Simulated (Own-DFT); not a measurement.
## Calculated data, SiC (2H silicon carbide, strained, atoms displaced)

Computed with Own-DFT development build. A calculation, not a measurement: plane-wave PBE density functional theory by an unreviewed code, no spin, of a simulated periodic cell, stress positive in tension, free energy of the whole cell less one offset for each atom, forces on such cells passed a denser k mesh, this cell's mesh not checked; offsets are fitted by least squares, one for each functional and potential file, so energies compare only between cells with the same atoms and settings and are not formation energies; the far tail of each file's local potential was reset to the Coulomb form; each entry is a single point on an unrelaxed cell, so the pressure reflects the starting lattice, mostly measured values (interpolated for alloys), from which strain is counted, and rises with the displacements; printed positions are rounded, which can move forces by about a meV/angstrom; the program, named Own-DFT, is a retired in-house code; no spin-orbit coupling.

Settings shared by all entries: functional PBE; potential files PseudoDojo norm-conserving, scalar-relativistic, standard set; wave cutoff 42 hartree; occupations Fermi-Dirac; smearing width 0.1 eV; hardware one NVIDIA H100; k mesh 4 x 4 x 3 centred on Gamma.

(1) 
```xyz
72
Lattice="9.0684 -0.0880 -0.0882 -4.6104 8.0837 0.1128 -0.0960 0.0864 10.0395" Properties=species:S:1:pos:R:3:force_x:R:1:force_y:R:1:force_z:R:1 formula=SiC free_energy_of_cell_above_offsets=-3.735 pressure=10.12 stress_xx=-16.87 stress_yy=-4.08 stress_zz=-9.4 stress_yz=3.4 stress_xz=-3.2 stress_xy=-4.48 wall_time=337.7
Si     9.0043    -0.0591    -0.0707      2.793      0.964      0.635
Si     0.0490     1.8511     2.4572     -2.607     -1.646      1.996
C     -4.5294     8.0548     2.0531     -4.772      3.048     -2.519
C     -0.0631     1.7765     4.4334       0.44      1.587     -1.015
Si     8.9874    -0.0402     4.9035       1.52     -0.632       0.11
Si    -0.0704     1.8144     7.5380      0.202      0.571      0.352
C      8.9680    -0.0147     6.7706      1.428     -0.533      1.335
C     -0.1045     1.9853     9.5316     -3.759     -4.668     -3.119
Si     7.3973     2.6044     9.9600      1.212      3.916      1.758
Si    -1.6001     4.5216     2.5910      2.244     -1.284     -0.099
C      7.4502     2.5928     1.8467       3.62      1.667     -1.454
C     -1.6080     4.5005     4.4301       0.94      0.511      1.344
Si    -1.5615     2.7470     5.0146      0.119     -0.392      0.858
Si    -1.5714     4.5015     7.5677     -2.075      -0.07       0.77
C     -1.5764     2.7240     6.9607     -0.439      0.654     -0.292
C     -1.7000     4.5682     9.4731     -1.038     -0.885     -0.312
Si     5.8723     5.3513     0.0463      2.231     -0.619     -1.039
Si    -3.1617     7.2322     2.4954      4.309     -3.316      3.729
C     -3.0127     5.3652     2.0136     -2.852      2.034     -1.768
C     -3.1414     7.1772     4.5055      0.216      0.974      -0.35
Si    -3.0473     5.4356     5.1384     -1.559     -0.232     -1.073
Si    -3.0641     7.2285     7.6169     -2.778      0.018     -0.057
C      5.8773     5.3422     6.9523      2.811      0.534     -1.427
C     -3.2375     7.2984     9.4881      0.583      0.051      0.549
Si    -1.5411     8.0516     0.0937     -0.999      0.175     -0.774
Si     3.0110     1.8669     2.4177     -0.667     -2.127      0.777
C     -1.6088     8.0249     1.9647      0.147      2.182      -0.75
C      3.0011     1.7921     4.2712     -0.681      0.436      2.569
Si     2.9668     0.0457     5.0753     -0.103     -0.483     -5.072
Si     2.9849     1.8246     7.4725     -1.192     -0.139      0.636
C      2.9709     0.0625     6.8121      0.919     -0.188      2.988
C      2.8322     1.9211     9.3293      2.159     -2.046      0.798
Si     1.2992     2.7222     9.9755      4.705      4.188      2.225
Si     1.4411     4.4985     2.5980      0.297     -0.664     -1.168
C      1.4608     2.7120     1.8670      1.363      1.052     -0.919
C      1.3474     4.4102     4.4607      1.387      3.045     -0.279
Si     1.4121     2.7650     5.0391      1.062     -3.207      0.287
Si     1.3563     4.4902     7.5105      0.769      2.149      1.181
C      1.5143     2.8210     6.9902     -1.587     -2.839     -2.062
C      1.3049     4.5997     9.3896      0.448     -1.274     -0.295
Si    -0.2074     5.4113    10.0171      0.728      0.666      2.506
Si    -0.1075     7.2184     2.5708      0.775     -1.731     -0.133
C     -0.0424     5.3545     2.0232     -0.843      1.128     -1.996
C     -0.0983     7.1153     4.4086       -0.5      1.841      1.857
Si    -0.0539     5.4558     5.1258     -1.551     -1.743      -3.44
Si    -0.1021     7.1474     7.5342     -0.147      1.522      0.896
C     -0.1566     5.4263     6.8772      0.903     -0.087      2.017
C     -0.1360     7.1856     9.4413     -0.487      1.038     -0.237
Si     6.0611    -0.0008    -0.0550     -1.317     -2.383      1.171
Si     6.0519     1.8324     2.4662     -2.571     -3.105      1.873
C      6.0223    -0.0250     1.8370      0.719      0.649     -0.363
C      6.0042     1.8024     4.3802      -0.93     -1.205      -0.02
Si     1.3518     8.0177     5.1523      1.172      1.497     -3.391
Si     5.8706     1.8401     7.4796       3.36     -1.848     -0.334
C      6.0324     0.0154     6.8245      -1.12     -0.387      1.831
C      5.9935     1.7569     9.3699      -2.72      0.632     -1.862
Si     4.4746     2.6444     9.9753     -1.871      2.252      0.765
Si     4.5090     4.4093     2.4872     -0.472      0.701     -0.461
C      4.5122     2.6791     1.8492       0.74     -0.286     -1.391
C      4.4879     4.4273     4.2964     -0.765      0.664       3.19
Si     4.4766     2.6988     5.0807      0.185     -0.324     -6.273
Si     4.4253     4.4760     7.4503     -0.942     -0.409       1.61
C      4.4555     2.6450     6.7758     -0.693      1.843      4.297
C      4.3432     4.5377     9.3712      0.402     -1.457     -0.364
Si     2.8490     5.4585     9.9383     -0.629     -0.668      2.233
Si     2.9663     7.0646     2.5124      -0.69      1.209     -0.029
C      2.9716     5.3140     1.8829       0.18      0.157     -0.447
C      2.9328     7.1949     4.3615      -1.75     -1.521      1.167
Si     2.9065     5.3957     5.0272      1.032     -0.367     -0.959
Si     2.8952     7.1272     7.5634      0.371      1.982      0.618
C      2.9236     5.4200     6.9346     -0.889     -0.951     -0.741
C      2.8429     7.2919     9.5496     -0.499      -1.82     -2.641
```

Units: free_energy_of_cell_above_offsets in eV; pressure, stress_xx, stress_yy, stress_zz, stress_yz, stress_xz, stress_xy in GPa; wall_time in s; force_x, force_y, force_z in eV/Å.

(2) 
```xyz
72
Lattice="9.1477 0.0269 -0.1647 -4.5505 8.0147 0.1347 -0.1793 0.0658 10.2270" Properties=species:S:1:pos:R:3:force_x:R:1:force_y:R:1:force_z:R:1 formula=SiC free_energy_of_cell_above_offsets=-5.859 pressure=3.68 stress_xx=-7.51 stress_yy=-4.49 stress_zz=0.95 stress_yz=2.98 stress_xz=-5.22 stress_xy=2.78 wall_time=349
Si    -4.5425     8.0119     0.1549     -0.628      0.804     -0.651
Si    -0.0394     1.8164     2.5899     -0.249     -0.481     -1.244
C     -4.5587     7.9998     2.0142     -1.637      1.343      1.262
C     -0.1229     1.8352     4.4102      0.562      0.763      2.281
Si    -0.0104     0.0985     5.0065     -1.747     -1.385      2.104
Si    -0.1077     1.8563     7.6969     -1.196      -1.49      0.816
C     -4.6515     8.0273     7.2220     -1.614      1.903     -1.729
C     -0.1812     1.8946     9.6181      1.228     -0.115      0.446
Si    -1.5144     2.7508     0.0519      0.132     -2.459      0.475
Si    -1.5542     4.3918     2.5302      0.698      3.398      2.889
C     -1.5572     2.7359     2.0665     -0.647      -3.27      -2.62
C     -1.6274     4.5329     4.5863      0.078     -0.645      -1.14
Si     7.4739     2.8043     5.0873      0.137     -1.168     -1.828
Si    -1.6259     4.5604     7.7317     -0.892     -1.788     -0.113
C      7.4874     2.7143     6.9456      0.259      1.341     -0.006
C     -1.7306     4.4848     9.6271      2.137      1.594     -0.123
Si     6.1462     5.2375    -0.0375     -1.178        2.9     -1.374
Si    -3.0882     7.2337     2.6986      0.945     -2.809     -0.202
C     -3.0196     5.2983     1.9307     -1.033      1.223      1.714
C     -3.0900     7.0606     4.6566        0.4      4.527     -2.451
Si     5.9741     5.4532     5.0208      0.294      -3.32      1.389
Si    -3.2154     7.2114     7.7756      2.001     -1.719      1.125
C      5.9858     5.4093     7.0010     -1.107      0.458     -0.693
C     -3.2537     7.1830     9.7498      0.858     -1.189     -1.041
Si     2.8226     0.0938    10.1655      0.953     -2.033      0.356
Si     2.9931     1.8421     2.5592      0.083     -0.583     -0.039
C     -1.5540     7.9929     2.0106      -0.11      2.013     -0.079
C      2.9061     1.8081     4.4902      0.979      1.055     -0.573
Si     3.0336     0.0855     5.0368     -0.539     -2.435      1.263
Si     2.9092     1.8064     7.5920      0.941     -0.715      0.056
C     -1.6260     8.0150     7.1572      0.025      0.838     -1.075
C      2.8899     1.7587     9.4922      0.604      2.556      0.249
Si     1.6775     2.6681     0.0012     -2.868       0.19      0.385
Si     1.4712     4.4790     2.5946      1.532      0.255      0.192
C      1.4710     2.7227     1.9636      0.623     -0.318     -0.944
C      1.4171     4.4804     4.5399       1.23      0.032     -1.065
Si     1.4212     2.7438     5.1141     -0.756     -0.971      0.328
Si     1.4433     4.4222     7.7366     -0.778      2.376     -0.621
C      1.3884     2.7130     7.0855       0.48     -0.003       -1.5
C      1.4536     4.5768     9.6628     -1.773      -1.95     -1.371
Si     0.0707     5.3963     0.0406     -0.725     -0.084      0.507
Si    -0.0496     7.1746     2.6283      0.876     -0.921     -0.608
C      0.0451     5.3931     2.0049     -1.924     -0.128     -1.315
C      0.0058     7.0981     4.4615      -0.87      1.634      1.585
Si    -0.0484     5.3687     5.1239     -1.492      0.424      1.036
Si    -0.1324     7.0824     7.7732      1.285      2.356      -1.47
C     -0.1536     5.3959     7.0740      1.869     -0.917     -0.039
C     -0.0947     7.2465     9.5817     -1.176     -0.926      2.308
Si     6.1344     0.0450    -0.0441     -1.296      0.459     -1.273
Si     5.9879     1.7886     2.4479       0.88      0.821      0.519
C      1.4821     8.0269     1.9428      0.225      0.681       0.21
C      5.9496     1.8049     4.3585      0.245      1.336      0.629
Si     5.9929     0.0970     5.0495      0.782     -0.988     -0.338
Si     5.9339     1.8829     7.5753      1.543     -1.603      0.411
C      6.0119     0.0976     6.9370     -0.832     -1.079      0.258
C      5.9590     1.8513     9.4671     -0.968      1.564      1.085
Si     4.3407     2.8898    10.1279      1.084     -5.404      1.536
Si     4.5406     4.5746     2.4422       0.71      -1.45       0.26
C      4.4888     2.7458     1.8892      0.013      0.206     -1.325
C      4.4547     4.4948     4.2913      0.582      0.507      2.434
Si     4.4721     2.7860     5.1169      0.155     -1.021     -3.794
Si     4.4297     4.4894     7.6124      0.723      0.746      -0.71
C      4.5001     2.7410     6.8724     -1.966      0.511      3.065
C      4.3687     4.4912     9.5070      0.498      2.731     -0.753
Si     2.9002     5.4449    10.1625      0.873       1.95      1.772
Si     3.0117     7.1429     2.5948      0.296       1.17     -1.136
C      3.0518     5.4524     1.9145     -1.095     -1.171     -1.095
C      2.9780     7.2272     4.4073      0.526     -0.604      1.955
Si     2.9855     5.3791     5.0793     -0.306      1.318     -0.457
Si     2.9876     7.1325     7.7480     -1.152      2.017     -2.085
C      2.9176     5.4306     6.9797      0.234     -1.311      0.826
C      2.8321     7.2744     9.5654      1.976     -1.547      1.154
```

Units: free_energy_of_cell_above_offsets in eV; pressure, stress_xx, stress_yy, stress_zz, stress_yz, stress_xz, stress_xy in GPa; wall_time in s; force_x, force_y, force_z in eV/Å.

(3) 
```xyz
72
Lattice="9.2740 -0.1727 -0.0950 -4.7866 8.0670 -0.1034 -0.1034 -0.1897 10.1732" Properties=species:S:1:pos:R:3:force_x:R:1:force_y:R:1:force_z:R:1 formula=SiC free_energy_of_cell_above_offsets=-3.729 pressure=3.87 stress_xx=-3.36 stress_yy=-6.38 stress_zz=-1.88 stress_yz=-5.83 stress_xz=-2.85 stress_xy=-8.44 wall_time=353.6
Si     4.2657     7.6966     9.9254      4.734      1.855       2.24
Si    -0.0512     1.8260     2.4362     -0.708     -1.445      0.912
C      9.2222    -0.1682     1.7980      1.167      0.066     -0.289
C     -0.0748     1.7062     4.4075     -1.054     -0.975     -0.433
Si     0.0095    -0.0696     5.1299      0.112     -0.306      0.142
Si    -0.1251     1.6185     7.6073      0.036      0.511      0.262
C      4.4186     7.7384     6.9329      0.026      0.573     -2.403
C     -0.1411     1.5730     9.5142     -3.721     -1.674     -1.349
Si     7.5719     2.2967    10.0364      0.962      1.191     -0.307
Si    -1.6642     4.4605     2.4278      1.323       0.44      1.285
C     -1.6243     2.7360     1.8264     -0.131     -1.327      0.709
C     -1.7476     4.4302     4.3823      1.434     -1.327      0.127
Si    -1.5917     2.5662     5.1021     -1.837      0.998     -0.834
Si    -1.7696     4.3034     7.5495      0.703      1.135     -0.174
C      7.5978     2.3643     6.9535      0.298     -0.585     -1.341
C     -1.6440     4.2518     9.4067     -1.908      0.675      1.516
Si     6.0646     5.1793    -0.1417      1.694      0.955     -0.686
Si    -3.2452     7.1011     2.4397     -0.545      0.662      0.644
C      6.0833     5.1097     1.7811     -0.049      1.564     -1.336
C     -3.2462     7.0343     4.4088      0.162      1.984     -1.002
Si    -3.1850     5.3463     5.1054     -1.102     -1.328     -2.297
Si    -3.2546     7.0794     7.5344     -1.489     -1.987      0.892
C      5.9495     5.0808     6.7764      1.149      0.326      3.041
C     -3.3935     7.0073     9.5028      1.868     -0.482     -0.531
Si    -1.6119     7.9944    -0.1149     -1.756      1.043     -0.528
Si     3.0873     1.6380     2.4304     -4.563      2.103      3.585
C      3.0914     0.0099     1.9391      -0.44     -4.451     -1.811
C      3.0318     1.6887     4.5410     -0.724     -1.467     -2.503
Si     3.1568    -0.1082     5.1079     -2.123     -0.302     -1.928
Si     2.9355     1.5550     7.5745      1.321       0.92     -1.921
C     -1.7793     7.8489     6.7855      0.892      0.664      2.642
C      3.0090     1.5705     9.3660     -0.861     -1.094      2.514
Si     1.2776     2.3074     9.9826      5.273      4.502      2.392
Si     1.4166     4.2687     2.5036      0.661      2.706     -2.338
C      1.4724     2.5959     1.7959      0.738     -0.966     -0.576
C      1.3492     4.2793     4.2903      0.885      0.647      2.636
Si     1.4232     2.4633     5.0013      1.202      2.469      0.647
Si     1.3042     4.2061     7.4860      1.423       2.53      1.377
C      1.4154     2.5420     6.9262     -0.167     -2.905     -0.535
C      1.3075     4.2523     9.3904      1.079     -0.523      0.624
Si    -0.0666     5.4265    -0.0700      0.321     -2.625     -1.536
Si    -0.2319     7.0780     2.4117      1.845      0.453      0.932
C     -0.0603     5.4116     1.7470     -1.161       -2.4      1.458
C     -0.2547     6.9682     4.3149      1.924      0.945      0.173
Si    -0.1779     5.2598     5.0464      0.209     -1.247     -2.092
Si    -0.2258     6.9924     7.5228     -0.378     -1.386      -0.96
C     -0.1544     5.1436     6.8629     -1.199      1.214      1.062
C     -0.1819     6.9164     9.3748     -1.571       0.47      0.464
Si     6.1457    -0.1105    -0.0084      2.231     -1.198     -0.088
Si     6.0918     1.6094     2.4241      0.179     -0.052      0.142
C      1.4216     7.8678     1.7510     -0.891      0.965      0.446
C      5.9716     1.5573     4.3177      2.899     -0.095       0.32
Si     6.1350    -0.1678     5.0566     -0.377     -0.965       -0.8
Si     6.0433     1.5521     7.5960      0.364      -0.56      0.039
C      6.0333    -0.2038     6.9837      1.586     -0.479     -0.913
C      6.0857     1.3703     9.5154     -1.286      2.704     -0.952
Si     4.6378     2.6057    -0.0599      -1.05     -0.632     -0.587
Si     4.5507     4.3537     2.3874     -1.682     -1.594      1.671
C      4.4357     2.4300     1.8345      5.397      3.732     -1.798
C      4.5334     4.2336     4.4083      0.101      1.525     -1.793
Si     4.5710     2.4997     4.9859      -0.12      0.571      0.842
Si     4.4172     4.1850     7.4341      1.193      0.863      1.297
C      4.6135     2.4630     6.8808      -1.85     -0.918      0.655
C      4.4501     4.2031     9.4343      0.397     -1.442     -1.083
Si     3.0900     5.2783    -0.1101     -2.773      0.078      -1.03
Si     2.9920     7.0419     2.3939     -1.098     -1.276     -0.035
C      2.9832     5.2343     1.7385      0.337     -0.034      1.499
C      2.9885     6.9796     4.2875     -1.353      0.047       0.74
Si     3.0383     5.2115     4.9946     -1.596     -1.116     -1.305
Si     2.8287     6.8857     7.4665      0.303      0.229     -0.074
C      2.9501     5.1249     6.8606     -1.721     -0.017      0.079
C      2.9287     6.9292     9.3095     -5.147     -3.138      0.162
```

Units: free_energy_of_cell_above_offsets in eV; pressure, stress_xx, stress_yy, stress_zz, stress_yz, stress_xz, stress_xy in GPa; wall_time in s; force_x, force_y, force_z in eV/Å.
